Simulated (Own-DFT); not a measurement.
# How strain changes the stress of diamond-structure GeSn with randomly placed atoms, 64 atoms (Ge56Sn8)

All numbers below are calculated, not measured. They come from Own-DFT, an in-house plane-wave density functional program, since retired, whose code no person has reviewed. Each row is one single-point run on a periodic cell that was not relaxed, without spin or spin-orbit coupling.

Settings of every run: PBE; PseudoDojo norm-conserving scalar-relativistic files; cutoff 49 hartree; 3 x 3 x 3 k mesh centred on Gamma; Fermi-Dirac smearing of 0.1 eV.

Known limits: forces on such cells moved up to 12 meV/angstrom on a denser k mesh; stress not checked against mesh or cutoff.

Unstrained cell vectors in Å: (11.524, 0.000, 0.000); (0.000, 11.524, 0.000); (0.000, 0.000, 11.524). The unstrained cell has measured lattice constants (interpolated for alloys), not those of this functional. That, the random moves and any unrelaxed bonds set the pressure at no strain. Each run strains this cell uniformly, with the atoms carried along. Every atom was also moved at random, by a Gaussian of width 0.05 Å on each axis. The random placing of the alloy's atoms differs from row to row. Strain is the symmetric tensor, in per cent. Stress is positive in tension, and the pressure is minus a third of its trace.

```
run  e_xx (%)  e_yy (%)  e_zz (%)  s_xx (GPa)  s_yy (GPa)  s_zz (GPa)  P (GPa)  E (meV/atom)
  1      1.75      1.75      0.00       -2.61       -2.69       -3.33     2.88          27.1
  2     -0.25     -0.25      0.00       -5.57       -5.62       -5.46     5.55          40.7
  3      2.75      2.75      0.00       -0.82       -0.86       -2.29     1.32           0.0
  4      3.00      3.00      0.00       -0.62       -0.68       -2.02     1.11           2.0
  5     -2.00     -2.00      0.00       -9.12       -9.03       -7.94     8.70          88.5
  6      0.25      0.25      0.00       -4.84       -4.82       -4.93     4.86          38.5
  7     -3.00     -3.00      0.00      -11.03      -11.09       -9.18    10.44         106.3
  8      1.00      1.00      0.00       -3.47       -3.55       -3.98     3.67          20.0
  9     -1.75     -1.75      0.00           ?           ?           ?        ?             ?
```

E is the free energy for each atom above the lowest run shown.

## Worked fit

The change of volume is close to e_xx + e_yy + e_zz. A straight line through the runs shown gives P = 5.53 - 78 x (fractional change of volume) GPa, with an error of 3 on the slope and a scatter of 0.30 GPa. The strain isn't the same on all axes, but the crystal is cubic, so the slope still estimates the bulk modulus, averaged over pressures from 1.1 to 10.4 GPa.

## Withheld run

Question: what pressure should run 9 give? Its volume changes by -3.47 %.

The line gives 8.2 GPa. The calculation gave 8.18 GPa.
